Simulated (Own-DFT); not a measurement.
Simulation results for SiC (2H silicon carbide, atoms displaced)

All values are calculated (Own-DFT development build). A calculation, not a measurement: plane-wave PBE density functional theory by an unreviewed code, no spin, of a simulated periodic cell, stress positive in tension, free energy of the whole cell less one offset for each atom, forces on such cells passed a denser k mesh, this cell's mesh not checked; offsets are fitted by least squares, one for each functional and potential file, so energies compare only between cells with the same atoms and settings and are not formation energies; the far tail of each file's local potential was reset to the Coulomb form; each entry is a single point on an unrelaxed cell, so the pressure reflects the starting lattice, mostly measured values (interpolated for alloys), from which strain is counted, and rises with the displacements; printed positions are rounded, which can move forces by about a meV/angstrom; the program, named Own-DFT, is a retired in-house code; no spin-orbit coupling.

Common to all runs: functional PBE; potential files PseudoDojo norm-conserving, scalar-relativistic, standard set; wave cutoff 42 hartree; occupations Fermi-Dirac; smearing width 0.1 eV; hardware one NVIDIA H100; k mesh 5 x 5 x 3 centred on Gamma.

```yaml
- entry: 1
  formula: SiC
  kind: "2H silicon carbide, atoms displaced"
  structure:
    cell_angstrom: [[6.1654, 0.0, 0.0], [-3.0827, 5.3394, 0.0], [0.0, 0.0, 10.0681]]
    atoms_fractional:
      - [Si, 0.97517, 0.98687, 0.01376]
      - [Si, 0.16459, 0.32878, 0.25735]
      - [C, 0.99809, 0.00738, 0.19206]
      - [C, 0.1708, 0.35899, 0.43109]
      - [Si, 0.9966, 0.00206, 0.49791]
      - [Si, 0.17487, 0.32983, 0.75269]
      - [C, 0.00827, 0.9906, 0.68664]
      - [C, 0.18239, 0.34496, 0.94215]
      - [Si, 0.02614, 0.50798, 0.99532]
      - [Si, 0.17149, 0.82889, 0.24829]
      - [C, 0.99885, 0.49271, 0.18567]
      - [C, 0.14158, 0.8262, 0.42898]
      - [Si, 0.02321, 0.52652, 0.50425]
      - [Si, 0.1636, 0.83508, 0.75151]
      - [C, 0.98717, 0.4947, 0.69229]
      - [C, 0.14582, 0.82517, 0.92972]
      - [Si, 0.50783, 0.98899, 0.99504]
      - [Si, 0.67446, 0.33704, 0.2474]
      - [C, 0.49784, 0.01759, 0.1871]
      - [C, 0.67935, 0.3285, 0.43211]
      - [Si, 0.51719, 0.01436, 0.49263]
      - [Si, 0.66912, 0.34317, 0.73966]
      - [C, 0.4869, 0.99773, 0.68459]
      - [C, 0.66021, 0.33667, 0.93351]
      - [Si, 0.49717, 0.49303, 0.00154]
      - [Si, 0.66528, 0.82292, 0.25868]
      - [C, 0.50835, 0.52291, 0.18244]
      - [C, 0.66735, 0.82528, 0.4287]
      - [Si, 0.4975, 0.48159, 0.49696]
      - [Si, 0.66577, 0.82631, 0.74958]
      - [C, 0.49954, 0.50987, 0.6914]
      - [C, 0.65065, 0.81584, 0.93571]
  results:
    "free_energy_of_cell_above_offsets [eV]": "-1.487"
    "pressure [GPa]": 6.16
    "stress_xx [GPa]": -3.44
    "stress_yy [GPa]": -5.06
    "stress_zz [GPa]": -9.98
    "stress_yz [GPa]": -0.7
    "stress_xz [GPa]": 1.3
    "stress_xy [GPa]": 0.17
    force_element: [Si, Si, C, C, Si, Si, C, C, Si, Si, C, C, Si, Si, C, C, Si, Si, C, C, Si, Si, C, C, Si, Si, C, C, Si, Si, C, C]
    "force_x [eV/angstrom]": [1.727, 0.107, 0.539, 1.416, -0.074, -1.508, -2.518, -0.915, -3.537, -1.111, 0.761, 2.133, -1.358, 0.921, 2.881, 1.202, -3.369, -0.935, 1.451, -0.66, -1.071, -1.113, 1.824, 2.216, 1.198, -0.852, 0.28, -0.485, -0.234, -0.577, 0.404, 1.257]
    "force_y [eV/angstrom]": [1.037, 1.528, -1.358, -2.152, 0.441, -0.202, 1.501, -2.905, -0.822, 0.141, 1.012, 2.486, -2.155, -1.125, 1.033, 1.399, 2.103, 0.907, -2.182, 1.622, -2.886, -1.981, 0.48, -1.077, 0.059, 2.437, -2.943, 0.135, 1.794, 2.167, -1.534, 1.042]
    "force_z [eV/angstrom]": [-2.876, -3.355, 0.877, 3.067, -0.235, 0.288, -0.534, -1.15, 0.59, -1.081, -0.288, 1.157, 0.091, -0.496, -1.471, 2.636, 0.387, -0.89, -0.345, 0.869, 0.831, 2.646, -0.522, -0.049, -0.086, -3.799, 1.596, 4.532, 0.16, -0.215, -2.344, 0.01]
    "wall_time [s]": 120.1
- entry: 2
  formula: SiC
  kind: "2H silicon carbide, atoms displaced"
  structure:
    cell_angstrom: [[6.1654, 0.0, 0.0], [-3.0827, 5.3394, 0.0], [0.0, 0.0, 10.0681]]
    atoms_fractional:
      - [Si, 0.99426, 0.98459, 0.9996]
      - [Si, 0.17802, 0.34553, 0.2479]
      - [C, 0.99345, 0.97842, 0.18522]
      - [C, 0.15845, 0.32786, 0.43728]
      - [Si, 0.00893, 0.99639, 0.49389]
      - [Si, 0.16011, 0.32391, 0.73696]
      - [C, 0.98091, 0.99433, 0.67957]
      - [C, 0.15175, 0.32322, 0.93299]
      - [Si, 0.99674, 0.50515, 0.99861]
      - [Si, 0.18344, 0.8509, 0.25116]
      - [C, 0.99115, 0.49552, 0.18425]
      - [C, 0.16359, 0.83131, 0.4298]
      - [Si, 0.9954, 0.48303, 0.49475]
      - [Si, 0.16178, 0.84955, 0.75357]
      - [C, 0.9881, 0.49107, 0.69007]
      - [C, 0.15781, 0.82005, 0.94777]
      - [Si, 0.49713, 0.99588, 0.99161]
      - [Si, 0.66916, 0.3376, 0.25059]
      - [C, 0.49427, 0.01193, 0.18826]
      - [C, 0.67267, 0.34165, 0.43677]
      - [Si, 0.49229, 0.00193, 0.50056]
      - [Si, 0.66049, 0.33017, 0.74737]
      - [C, 0.51611, 0.0283, 0.6909]
      - [C, 0.6515, 0.32719, 0.93788]
      - [Si, 0.49944, 0.50163, 0.00062]
      - [Si, 0.68031, 0.82751, 0.24061]
      - [C, 0.48573, 0.48633, 0.19406]
      - [C, 0.66343, 0.84039, 0.43244]
      - [Si, 0.50247, 0.50421, 0.49229]
      - [Si, 0.67922, 0.85094, 0.75604]
      - [C, 0.49432, 0.50547, 0.68879]
      - [C, 0.66139, 0.82459, 0.93913]
  results:
    "free_energy_of_cell_above_offsets [eV]": "-2.382"
    "pressure [GPa]": 5.43
    "stress_xx [GPa]": -6.3
    "stress_yy [GPa]": -5.22
    "stress_zz [GPa]": -4.77
    "stress_yz [GPa]": 0.87
    "stress_xz [GPa]": 2.24
    "stress_xy [GPa]": -1.25
    force_element: [Si, Si, C, C, Si, Si, C, C, Si, Si, C, C, Si, Si, C, C, Si, Si, C, C, Si, Si, C, C, Si, Si, C, C, Si, Si, C, C]
    "force_x [eV/angstrom]": [-0.5, -3.279, 0.566, 1.803, -2.382, -0.499, 2.429, 0.754, 0.2, -0.851, 1.284, 0.854, -1.051, 1.317, 0.695, 0.158, -0.435, 0.248, 2.883, -0.808, 1.104, -0.797, -1.078, 0.965, -1.313, -3.503, 2.152, 0.796, -0.341, -2.194, 0.642, 0.179]
    "force_y [eV/angstrom]": [1.992, -2.602, 2.666, -0.011, -0.545, 1.49, 0.594, 0.09, -3.46, -2.57, 1.107, -0.505, 2.122, -1.967, 1.826, 2.059, 0.659, -0.578, -0.767, -1.124, 0.254, 3.736, -4.773, 0.666, -2.208, 0.4, 2.211, -0.305, 0.732, -2.416, 0.371, 0.855]
    "force_z [eV/angstrom]": [0.445, 0.285, -0.206, -0.772, -0.238, 2.127, 0.446, 0.364, 0.147, -1.377, 0.801, 2.246, 1.526, -0.578, -1.143, -2.933, 2.355, -0.189, -1.434, -0.216, -0.528, 1.355, -0.92, -0.485, -0.252, 1.924, -2.099, 0.191, 1.466, -1.458, -0.969, 0.119]
    "wall_time [s]": 114.6
- entry: 3
  formula: SiC
  kind: "2H silicon carbide, atoms displaced"
  structure:
    cell_angstrom: [[6.1654, 0.0, 0.0], [-3.0827, 5.3394, 0.0], [0.0, 0.0, 10.0681]]
    atoms_fractional:
      - [Si, 0.99655, 0.00637, 0.00063]
      - [Si, 0.17706, 0.35416, 0.24561]
      - [C, 0.00268, 0.99888, 0.18478]
      - [C, 0.14703, 0.32432, 0.4389]
      - [Si, 0.98327, 0.99279, 0.49427]
      - [Si, 0.172, 0.32466, 0.75051]
      - [C, 0.00863, 0.00176, 0.67953]
      - [C, 0.15785, 0.33022, 0.93465]
      - [Si, 0.9973, 0.48955, 0.99191]
      - [Si, 0.15846, 0.82492, 0.25105]
      - [C, 0.99714, 0.51755, 0.1807]
      - [C, 0.15514, 0.81889, 0.43332]
      - [Si, 0.97907, 0.48897, 0.48983]
      - [Si, 0.16428, 0.84133, 0.75039]
      - [C, 0.99441, 0.5047, 0.69068]
      - [C, 0.16052, 0.8311, 0.93615]
      - [Si, 0.49846, 0.00762, 0.00277]
      - [Si, 0.66895, 0.32159, 0.24923]
      - [C, 0.51477, 0.01764, 0.19067]
      - [C, 0.64846, 0.32298, 0.44433]
      - [Si, 0.49238, 0.99888, 0.50199]
      - [Si, 0.67454, 0.3373, 0.75471]
      - [C, 0.51439, 0.02038, 0.6795]
      - [C, 0.65251, 0.32575, 0.93961]
      - [Si, 0.49136, 0.49225, 0.00475]
      - [Si, 0.64384, 0.81962, 0.24952]
      - [C, 0.49566, 0.49549, 0.1931]
      - [C, 0.67948, 0.84, 0.44052]
      - [Si, 0.50306, 0.51311, 0.5047]
      - [Si, 0.66967, 0.83972, 0.75866]
      - [C, 0.47079, 0.49635, 0.68487]
      - [C, 0.68407, 0.84584, 0.93382]
  results:
    "free_energy_of_cell_above_offsets [eV]": "-2.087"
    "pressure [GPa]": 5.83
    "stress_xx [GPa]": -3.0
    "stress_yy [GPa]": -6.66
    "stress_zz [GPa]": -7.84
    "stress_yz [GPa]": -0.73
    "stress_xz [GPa]": -0.02
    "stress_xy [GPa]": -1.69
    force_element: [Si, Si, C, C, Si, Si, C, C, Si, Si, C, C, Si, Si, C, C, Si, Si, C, C, Si, Si, C, C, Si, Si, C, C, Si, Si, C, C]
    "force_x [eV/angstrom]": [1.668, -1.89, -1.205, 1.291, 3.566, -3.374, -1.509, 1.531, -1.745, -0.271, 1.373, -0.013, 1.024, 1.576, 1.026, 0.482, 0.265, -0.981, -0.993, -0.251, 0.169, -1.714, -0.356, 0.583, 0.093, 2.728, 0.89, -4.054, -1.184, -0.422, 4.1, -2.404]
    "force_y [eV/angstrom]": [-0.856, -3.126, 0.642, 1.36, 1.632, 0.073, -0.486, 0.098, 1.79, 2.544, -2.327, 0.888, 0.31, -0.602, 0.012, 0.414, -1.71, 3.182, -3.883, 0.864, -0.899, 0.276, -1.755, 1.0, 1.287, 2.277, 0.183, -1.902, -1.713, -0.284, 2.222, -1.51]
    "force_z [eV/angstrom]": [0.487, 1.337, 0.8, -1.193, 0.894, -0.837, 1.334, 0.584, 0.699, -0.668, -0.038, 0.681, 2.66, -0.981, -0.536, 0.501, -0.618, 1.749, -1.089, -2.1, -0.898, -1.619, 3.042, 0.056, -0.952, 0.508, -1.272, -1.636, -0.866, -3.936, 1.364, 2.543]
    "wall_time [s]": 124.1
- entry: 4
  formula: SiC
  kind: "2H silicon carbide, atoms displaced"
  structure:
    cell_angstrom: [[6.1654, 0.0, 0.0], [-3.0827, 5.3394, 0.0], [0.0, 0.0, 10.0681]]
    atoms_fractional:
      - [Si, 0.01143, 0.00993, 0.99725]
      - [Si, 0.18305, 0.32646, 0.24648]
      - [C, 0.99646, 0.00032, 0.19102]
      - [C, 0.17419, 0.34189, 0.43115]
      - [Si, 0.00439, 0.01225, 0.50042]
      - [Si, 0.18006, 0.33927, 0.75247]
      - [C, 0.9893, 0.97811, 0.68943]
      - [C, 0.16064, 0.33335, 0.93398]
      - [Si, 0.01256, 0.50998, 0.0048]
      - [Si, 0.15388, 0.83524, 0.25156]
      - [C, 0.98752, 0.50734, 0.18376]
      - [C, 0.15351, 0.82672, 0.44162]
      - [Si, 0.00054, 0.49912, 0.50773]
      - [Si, 0.16069, 0.84925, 0.75554]
      - [C, 0.97668, 0.48571, 0.68404]
      - [C, 0.14279, 0.82404, 0.92711]
      - [Si, 0.51282, 0.01266, 0.00695]
      - [Si, 0.66828, 0.31369, 0.24751]
      - [C, 0.50256, 0.98268, 0.18522]
      - [C, 0.65749, 0.31271, 0.43332]
      - [Si, 0.50175, 0.99627, 0.49902]
      - [Si, 0.66413, 0.31474, 0.75178]
      - [C, 0.48273, 0.98489, 0.68884]
      - [C, 0.66673, 0.32431, 0.93762]
      - [Si, 0.4921, 0.48253, 0.00246]
      - [Si, 0.65721, 0.82032, 0.25404]
      - [C, 0.49699, 0.48268, 0.19022]
      - [C, 0.67358, 0.82028, 0.43222]
      - [Si, 0.48095, 0.51169, 0.4868]
      - [Si, 0.68804, 0.84315, 0.74722]
      - [C, 0.48635, 0.49919, 0.69063]
      - [C, 0.66409, 0.81638, 0.94135]
  results:
    "free_energy_of_cell_above_offsets [eV]": "-1.116"
    "pressure [GPa]": 6.65
    "stress_xx [GPa]": -5.06
    "stress_yy [GPa]": -4.72
    "stress_zz [GPa]": -10.17
    "stress_yz [GPa]": 2.62
    "stress_xz [GPa]": 1.37
    "stress_xy [GPa]": -2.47
    force_element: [Si, Si, C, C, Si, Si, C, C, Si, Si, C, C, Si, Si, C, C, Si, Si, C, C, Si, Si, C, C, Si, Si, C, C, Si, Si, C, C]
    "force_x [eV/angstrom]": [-1.803, -3.498, -0.107, -2.481, 0.746, -2.983, 0.343, 0.749, -1.535, 1.545, 2.438, 1.04, -1.493, 2.555, 2.306, 2.101, 0.277, -0.657, -1.866, -0.039, -0.989, -2.005, 1.513, 0.116, 0.522, 1.18, 0.989, -1.292, 4.548, -4.494, 2.684, -0.412]
    "force_y [eV/angstrom]": [-1.934, 0.344, -0.028, -1.334, -1.28, -0.706, 4.492, 0.277, -0.679, -0.804, -0.456, 0.69, -0.561, -3.427, 0.901, 1.275, -3.036, 0.498, 0.364, 1.926, -0.76, 0.778, 0.678, 0.876, 1.312, 0.045, 0.799, 2.762, -2.352, -3.129, 0.738, 1.73]
    "force_z [eV/angstrom]": [0.698, 0.324, -1.022, 0.353, -0.072, -0.905, -2.151, 1.396, -1.795, 0.362, 1.071, -0.525, -2.464, -2.427, 2.072, 3.923, -2.508, 0.782, 1.322, 0.449, 0.256, -0.724, -0.346, 0.499, -0.84, -2.008, -0.71, 1.202, 3.591, 2.106, -1.728, -0.181]
    "wall_time [s]": 117.6
- entry: 5
  formula: SiC
  kind: "2H silicon carbide, atoms displaced"
  structure:
    cell_angstrom: [[6.1654, 0.0, 0.0], [-3.0827, 5.3394, 0.0], [0.0, 0.0, 10.0681]]
    atoms_fractional:
      - [Si, 0.98688, 0.99153, 0.00723]
      - [Si, 0.1664, 0.32468, 0.25767]
      - [C, 0.00548, 0.00944, 0.18199]
      - [C, 0.16235, 0.33498, 0.43659]
      - [Si, 0.97987, 0.98127, 0.49243]
      - [Si, 0.1746, 0.31592, 0.7452]
      - [C, 0.99928, 0.00723, 0.68505]
      - [C, 0.16173, 0.33122, 0.93872]
      - [Si, 0.99118, 0.5092, 0.00315]
      - [Si, 0.15858, 0.83556, 0.24145]
      - [C, 0.99132, 0.50281, 0.18655]
      - [C, 0.17028, 0.84463, 0.42931]
      - [Si, 0.01043, 0.49758, 0.48541]
      - [Si, 0.15883, 0.8339, 0.75706]
      - [C, 0.97863, 0.48854, 0.68683]
      - [C, 0.16405, 0.83714, 0.93602]
      - [Si, 0.49997, 0.99715, 0.99325]
      - [Si, 0.64705, 0.34568, 0.24881]
      - [C, 0.47804, 0.00105, 0.18585]
      - [C, 0.66363, 0.33007, 0.43687]
      - [Si, 0.51225, 0.01279, 0.50241]
      - [Si, 0.64844, 0.33522, 0.74996]
      - [C, 0.50342, 0.99105, 0.68825]
      - [C, 0.68961, 0.32796, 0.94281]
      - [Si, 0.48983, 0.49968, 0.0063]
      - [Si, 0.66775, 0.83781, 0.25587]
      - [C, 0.51263, 0.52437, 0.17557]
      - [C, 0.66914, 0.82624, 0.4321]
      - [Si, 0.51151, 0.50712, 0.49236]
      - [Si, 0.66624, 0.8321, 0.74066]
      - [C, 0.50083, 0.51805, 0.6847]
      - [C, 0.66578, 0.81483, 0.93519]
  results:
    "free_energy_of_cell_above_offsets [eV]": "-1.208"
    "pressure [GPa]": 6.13
    "stress_xx [GPa]": -2.89
    "stress_yy [GPa]": -5.91
    "stress_zz [GPa]": -9.58
    "stress_yz [GPa]": -1.05
    "stress_xz [GPa]": -1.05
    "stress_xy [GPa]": -1.4
    force_element: [Si, Si, C, C, Si, Si, C, C, Si, Si, C, C, Si, Si, C, C, Si, Si, C, C, Si, Si, C, C, Si, Si, C, C, Si, Si, C, C]
    "force_x [eV/angstrom]": [0.395, -1.085, -1.194, 2.441, 2.966, -3.508, 0.788, 0.338, 3.304, 0.318, 0.254, 0.608, -2.939, 0.545, 1.648, -0.081, 0.515, 2.476, 2.558, 0.351, -1.46, 2.688, -2.529, -4.842, 0.875, -1.196, -1.336, -1.895, -1.106, 0.643, 0.575, -1.115]
    "force_y [eV/angstrom]": [1.418, 2.032, -0.617, -1.497, 2.271, 3.39, -2.333, -0.335, -0.163, -0.652, -0.728, -0.816, 2.064, -1.697, 0.928, 0.299, -0.289, -1.464, 0.82, 1.111, -1.857, -0.157, 1.292, -0.594, -1.318, 1.244, -1.002, 0.62, -1.722, 1.18, -2.679, 1.251]
    "force_z [eV/angstrom]": [-3.297, -3.136, 2.777, 0.045, 1.692, 1.494, -1.287, 0.027, -0.532, 1.065, 1.2, 0.744, 3.033, -2.8, -0.733, 1.313, 1.031, -0.983, -0.174, -0.874, -0.533, 0.383, -0.156, -1.847, -4.234, -3.574, 5.309, 1.102, 1.793, 2.852, -1.333, -0.368]
    "wall_time [s]": 115.6
```
